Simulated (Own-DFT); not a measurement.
# A change of arrangement and its cost: C16Si16, 32 atoms

Calculated, not measured: single-point runs of Own-DFT, a retired in-house plane-wave DFT program that no person has reviewed, on unrelaxed cells, without spin or spin-orbit coupling.

Settings: PBE; PseudoDojo norm-conserving scalar-relativistic files; cutoff 42 hartree; 5 x 5 x 3 k mesh centred on Gamma; Fermi-Dirac smearing of 0.1 eV.

Limits: forces on such cells passed a denser k mesh, each cell not checked; stress not checked against mesh or cutoff.

All cells hold the same atoms in the same cell, with vectors in Å (6.165, 0.000, 0.000); (-3.083, 5.339, 0.000); (0.000, 0.000, 10.068). u is the rms random offset of the atoms per axis. Free energies are per cell, over the lowest run. The arrangements:

- A: 2H SiC
- B: 4H SiC

| arrangement | u (Å) | E (eV) | P (GPa) |
|---|---|---|---|
| A | 0.0267 | 0.029 | 3.65 |
| A | 0.0337 | 0.433 | 3.92 |
| A | 0.0369 | 1.086 | 4.39 |
| A | 0.0572 | 3.248 | 6.14 |
| A | 0.0592 | 2.874 | 5.15 |
| A | 0.0619 | 3.681 | 6.39 |
| B | 0.0256 | 0.000 | 3.62 |
| B | 0.0278 | 0.027 | 3.64 |
| B | 0.0285 | 0.009 | 3.60 |
| B | 0.0583 | 3.374 | 5.90 |
| B | 0.0590 | 3.419 | 5.76 |
| B | 0.0621 | 3.202 | 5.64 |

Q: which arrangement lies lowest after the energy of the random moves is removed?

## Working it out

Fit E = a + b u², with one b for all and one a for each arrangement, and with residuals divided by u², since the noise grows with the moves. Then b = 1164 eV/Å², the scatter at u = 0.04 Å is 0.19 eV, and against A:

- B: -0.07 ± 0.08 eV (not told apart from A)

The cells share one lattice and weren't relaxed, which can shift such small differences either way.
